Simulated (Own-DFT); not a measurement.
# Response to strain: wurtzite GaN, 72 atoms (Ga36N36)

Calculated results; nothing here was measured. The program, named Own-DFT, is a retired in-house plane-wave density functional code that no person has reviewed. Each row is one single-point run on a periodic cell that was not relaxed, without spin or spin-orbit coupling.

Settings of every run: PBE; PseudoDojo norm-conserving scalar-relativistic files (stringent for Ga); cutoff 96 hartree; 4 x 4 x 3 k mesh centred on Gamma; Gaussian smearing of 0.01 eV.

Known limits: forces not confirmed at this smearing and k mesh; stress not checked against mesh or cutoff.

Unstrained cell vectors in Å: (9.567, 0.000, 0.000); (-4.784, 8.285, 0.000); (0.000, 0.000, 10.370). The unstrained cell has measured lattice constants (interpolated for alloys), not those of this functional. That, the random moves and any unrelaxed bonds set the pressure at no strain. Each run strains this cell uniformly, with the atoms carried along. Every atom was also moved at random, by a Gaussian of width 0.05 Å on each axis. Strain is the symmetric tensor, in per cent. Stress is positive in tension, and the pressure is minus a third of its trace.

```
run,e_xx (%),e_yy (%),e_zz (%),e_yz (%),e_xz (%),e_xy (%),s_xx (GPa),s_yy (GPa),s_zz (GPa),s_yz (GPa),s_xz (GPa),s_xy (GPa),P (GPa),E (meV/atom)
1,0.21,1.71,0.68,1.12,-1.17,-1.64,-4.17,1.74,-5.03,2.26,-2.40,-4.54,2.49,0.0
2,1.74,-0.71,-1.57,-1.58,1.83,0.33,-2.47,-9.76,-12.78,-3.53,3.88,0.91,8.34,17.4
3,-1.00,1.70,1.98,0.75,-1.35,2.00,-9.36,0.55,0.53,1.41,-2.53,5.74,2.76,28.2
4,-0.95,1.02,-1.27,-0.44,1.55,-0.11,-11.56,-4.31,-13.65,-1.03,3.23,-0.08,9.84,23.5
5,0.22,0.08,-1.11,0.11,-0.69,-0.38,-4.95,-7.95,-12.66,0.74,-0.96,-1.01,8.52,7.9
6,-1.69,-0.49,-0.11,1.58,1.37,1.75,-17.05,-12.16,-8.93,2.67,4.03,5.63,12.71,43.0
7,0.48,-1.61,0.75,-0.19,0.67,-0.49,-5.89,-12.26,-5.15,-0.32,1.44,-1.56,7.77,8.2
8,-1.07,0.45,-1.95,0.23,0.26,1.16,-11.60,-7.41,-18.02,0.94,-0.37,3.65,12.34,18.7
9,0.88,-1.28,1.43,0.73,1.65,1.49,-3.63,-11.06,-1.29,1.88,3.77,4.03,5.33,10.8
10,-0.77,-1.05,0.25,0.83,-1.91,-1.32,-11.16,-10.99,-8.53,1.54,-3.82,-4.58,10.23,14.7
11,-1.91,1.41,-0.36,0.13,1.76,1.31,-14.59,-5.29,-8.15,0.24,2.95,3.13,9.34,26.2
12,1.55,1.09,-0.43,0.32,1.97,0.77,-2.38,-0.68,-6.57,0.58,4.73,2.38,3.21,11.3
13,-1.94,-1.78,-1.90,0.18,-1.68,1.59,-19.32,-19.87,-21.13,0.73,-4.85,5.32,20.10,69.7
14,1.73,-0.12,-1.44,-1.13,0.13,0.40,-1.53,-7.47,-11.27,-2.91,0.08,1.60,6.76,13.1
15,-1.91,-0.27,1.58,-1.51,-0.88,0.13,-15.59,-7.38,-3.58,-3.72,-0.87,1.02,8.85,23.9
16,-1.30,-0.34,1.47,1.77,-0.18,0.97,-12.85,-9.39,-1.83,3.06,-0.18,2.67,8.02,26.8
17,1.91,-0.82,-1.73,-0.90,-1.37,-1.27,?,?,?,?,?,?,?,?
```

E is the free energy for each atom above the lowest run shown.

## Worked fit

Each stress component was fitted by least squares to a constant and the strains of the runs shown, as fractions, with shears doubled. Shear strains stay in the fit of a normal stress only where such slopes are resolved. The slopes, in GPa:

```
stress,at no strain,per e_xx,per e_yy,per e_zz,scatter
s_xx,-7.6,426 ± 24,89 ± 27,56 ± 24,1.20
s_yy,-7.1,122 ± 20,432 ± 23,103 ± 20,1.02
s_zz,-7.7,114 ± 23,78 ± 27,442 ± 24,1.19
```

Each shear stress against twice its own strain: yz 108 ± 7, xz 111 ± 7, xy 151 ± 7 GPa. These are stiffnesses along x, y and z of the frame in which the cell vectors are given, which need not be the crystal's axes. The atoms are held to the strained lattice; where symmetry lets them move under strain, relaxing them would lower some slopes. The table should be nearly symmetric about its diagonal, and what it lacks of that shows the noise. A ninth of its sum, 207 ± 6 GPa, estimates the bulk modulus near the mean pressure of these runs, 8.5 GPa, so it lies above the value at zero pressure.

## Withheld run

Question: what normal stresses and pressure should run 17 give?

The fit gives s_xx = -1.2, s_yy = -10.1, s_zz = -13.8 and P = 8.4 GPa. The calculation gave -0.55, -10.37, -16.47 and P = 9.13 GPa.
